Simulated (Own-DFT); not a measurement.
# Which defects push the lattice out? zincblende GaAs

The numbers are computed, not measured, by runs of the plane-wave DFT program Own-DFT (in-house, retired, unreviewed) at fixed positions, with no spin and no spin-orbit coupling.

Settings: PBE; PseudoDojo norm-conserving scalar-relativistic files; cutoff 42 hartree; 3 x 3 x 3 k mesh centred on Gamma; Fermi-Dirac smearing of 0.1 eV.

Caveats (not all hold for every row): not probed for a lower state with spin; forces not confirmed at this smearing and k mesh; stress not checked against mesh or cutoff.

All runs share one cell, with vectors in Å (11.737, 0.000, 0.000); (0.000, 11.737, 0.000); (0.000, 0.000, 10.919) and a volume of 1504.3 Å³, strained against the parent crystal. The atoms are randomly displaced, by u rms on each axis. The defect's site can differ from row to row.

| cell | formula | u (Å) | P (GPa) |
|---|---|---|---|
| no defect | As32Ga32 | 0.0304 | 0.73 |
| no defect | As32Ga32 | 0.0463 | 0.96 |
| no defect | As32Ga32 | 0.0523 | 1.11 |
| one Al on a Ga site | AlAs32Ga31 | 0.0298 | 0.72 |
| one Al on a Ga site | AlAs32Ga31 | 0.0315 | 0.73 |
| one Al on a Ga site | AlAs32Ga31 | 0.0491 | 0.94 |
| one As vacancy and one Ga vacancy | As31Ga31 | 0.0298 | 0.46 |
| one As vacancy and one Ga vacancy | As31Ga31 | 0.0311 | ? |
| one As vacancy and one Ga vacancy | As31Ga31 | 0.0486 | 0.61 |
| one As vacancy and one Ga vacancy | As31Ga31 | 0.0517 | 0.77 |
| one P on an As site | As31Ga32P | 0.0282 | 0.49 |
| one P on an As site | As31Ga32P | 0.0296 | 0.53 |
| one P on an As site | As31Ga32P | 0.0508 | 0.84 |
| one In on a Ga site | As32Ga31In | 0.0318 | 1.35 |
| one In on a Ga site | As32Ga31In | 0.0508 | 1.62 |
| one In on a Ga site | As32Ga31In | 0.0518 | 1.73 |

## Fit

P = P0 + c u² + a shift for each defect gives P0 = 0.59 GPa, c = 181 ± 15 GPa/Å² and a scatter of 0.04 GPa. The shifts, and each times the cell's volume:

- one In on a Ga site: 0.60 ± 0.04 GPa, 5.7 eV
- one Al on a Ga site: -0.04 ± 0.04 GPa, -0.4 eV (not resolved)
- one P on an As site: -0.22 ± 0.04 GPa, -2.1 eV
- one As vacancy and one Ga vacancy: -0.33 ± 0.04 GPa, -3.1 eV

A positive shift means that the defect pushes the cell outwards. Shift times volume (160.2 GPa Å³ is 1 eV) depends little on the cell's size, so, taken for each site, it can be compared between cells at like pressure. The atoms around the defects weren't relaxed, which would change these numbers.

## Test on the hidden row

Asked: what pressure belongs in the blank (one As vacancy and one Ga vacancy, u = 0.0311 Å)?

The fit gives 0.43 ± 0.05 GPa. The run itself gave 0.53 GPa.
